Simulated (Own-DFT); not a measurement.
# Strain and stress in wurtzite GaN, 72 atoms (Ga36N36)

Calculated results; nothing here was measured. They come from Own-DFT, an in-house plane-wave density functional program, since retired, whose code no person has reviewed. Each row is one single-point run on a periodic cell that was not relaxed, without spin or spin-orbit coupling.

Settings of every run: PBE; PseudoDojo norm-conserving scalar-relativistic files; cutoff 42 hartree; 4 x 4 x 3 k mesh centred on Gamma; Fermi-Dirac smearing of 0.1 eV.

Known limits: forces not confirmed at this smearing and k mesh; stress not checked against mesh or cutoff.

Unstrained cell vectors in Å: (9.567, 0.000, 0.000); (-4.784, 8.285, 0.000); (0.000, 0.000, 10.370). The unstrained cell has measured lattice constants (interpolated for alloys), not those of this functional. That, the random moves and any unrelaxed bonds set the pressure at no strain. Each run strains this cell uniformly, with the atoms carried along. Every atom was also moved at random, by a Gaussian of width 0.05 Å on each axis. Strain is the symmetric tensor, in per cent. Stress is positive in tension, and the pressure is minus a third of its trace.

| run | e_xx (%) | e_yy (%) | e_zz (%) | e_yz (%) | e_xz (%) | e_xy (%) | s_xx (GPa) | s_yy (GPa) | s_zz (GPa) | s_yz (GPa) | s_xz (GPa) | s_xy (GPa) | P (GPa) | E (meV/atom) |
|---|---|---|---|---|---|---|---|---|---|---|---|---|---|---|
| 1 | 0.48 | -1.20 | -1.89 | -1.77 | 1.03 | 1.19 | -7.34 | -13.29 | -19.41 | -3.61 | 1.61 | 3.87 | 13.35 | 50.8 |
| 2 | 0.92 | 1.03 | 0.83 | 0.98 | -0.43 | -0.96 | -1.21 | -1.79 | -2.88 | 1.24 | -0.96 | -2.35 | 1.96 | 0.0 |
| 3 | 1.12 | 0.83 | -0.32 | 0.31 | 1.43 | -0.04 | -2.24 | -2.80 | -7.34 | 0.72 | 2.53 | -0.05 | 4.13 | 8.1 |
| 4 | 1.30 | -1.45 | -1.28 | 1.20 | -0.21 | -1.33 | -5.22 | -12.31 | -16.33 | 3.54 | 0.28 | -3.34 | 11.29 | 55.4 |
| 5 | 1.22 | -0.17 | 1.92 | -0.60 | -0.56 | 1.26 | -1.70 | -4.59 | 0.61 | -0.48 | -1.02 | 3.95 | 1.89 | 8.2 |
| 6 | 0.75 | -0.13 | 1.99 | 1.82 | -0.54 | -1.47 | -4.21 | -4.73 | 1.02 | 3.74 | -0.67 | -4.05 | 2.64 | 14.6 |
| 7 | -0.26 | 1.20 | -1.13 | -0.82 | -1.85 | -0.61 | -6.35 | -5.15 | -12.59 | -1.49 | -4.05 | -0.88 | 8.03 | 19.2 |
| 8 | 0.61 | -0.97 | -0.44 | 0.72 | 1.19 | -0.87 | -6.26 | -11.37 | -9.55 | 0.56 | 1.95 | -2.48 | 9.06 | 26.6 |
| 9 | 1.06 | -1.43 | -0.64 | -1.87 | 0.12 | 0.96 | -5.51 | -14.42 | -10.28 | -2.86 | -0.19 | 2.30 | 10.07 | 45.4 |
| 10 | 1.87 | -1.86 | 1.20 | -1.51 | -0.38 | -0.70 | -2.39 | -11.05 | -2.51 | -3.42 | -0.91 | -1.85 | 5.32 | 23.7 |
| 11 | 0.97 | -0.05 | -1.73 | 0.06 | 0.70 | -0.93 | -4.85 | -7.32 | -15.68 | 0.18 | 1.13 | -3.05 | 9.28 | 18.7 |
| 12 | 0.12 | -0.58 | 1.40 | 1.77 | 1.38 | 0.05 | -8.25 | -7.11 | -1.95 | 2.63 | 2.23 | 0.65 | 5.77 | 16.3 |
| 13 | -1.39 | 1.67 | 0.27 | -1.58 | 1.11 | 0.38 | -12.87 | -2.15 | -6.86 | -3.05 | 2.86 | 0.29 | 7.29 | 37.9 |
| 14 | -0.75 | -1.28 | 0.18 | -1.11 | -1.11 | 0.48 | -12.70 | -12.10 | -9.78 | -2.17 | -3.50 | 0.69 | 11.52 | 33.7 |
| 15 | -0.09 | -0.30 | -1.62 | 1.29 | 1.79 | 1.16 | -8.75 | -8.58 | -19.88 | 2.31 | 5.04 | 3.86 | 12.40 | 45.6 |
| 16 | -1.41 | 1.65 | 0.89 | -0.40 | -0.09 | -1.58 | ? | ? | ? | ? | ? | ? | ? | ? |

E is the free energy for each atom above the lowest run shown.

## Worked fit

Each stress component was fitted by least squares to a constant and the strains of the runs shown, as fractions, with shears doubled. Shear strains stay in the fit of a normal stress only where such slopes are resolved. The slopes, in GPa:

| stress | at no strain | per e_xx | per e_yy | per e_zz | scatter |
|---|---|---|---|---|---|
| s_xx | -7.9 | 447 ± 27 | 149 ± 22 | 23 ± 16 | 0.78 |
| s_yy | -7.1 | 90 ± 35 | 377 ± 27 | 103 ± 20 | 0.99 |
| s_zz | -8.7 | 113 ± 48 | 107 ± 37 | 492 ± 28 | 1.36 |

Each shear stress against twice its own strain: yz 100 ± 9, xz 103 ± 12, xy 155 ± 9 GPa. These are stiffnesses along x, y and z of the frame in which the cell vectors are given, which need not be the crystal's axes. The atoms are held to the strained lattice; where symmetry lets them move under strain, relaxing them would lower some slopes. The table should be nearly symmetric about its diagonal, and what it lacks of that shows the noise. A ninth of its sum, 211 ± 5 GPa, estimates the bulk modulus near the mean pressure of these runs, 7.6 GPa, so it lies above the value at zero pressure.

## Withheld run

Question: what normal stresses and pressure should run 16 give?

The fit gives s_xx = -11.5, s_yy = -1.3, s_zz = -4.2 and P = 5.6 GPa. The calculation gave -13.03, -1.59, -3.37 and P = 6.00 GPa.
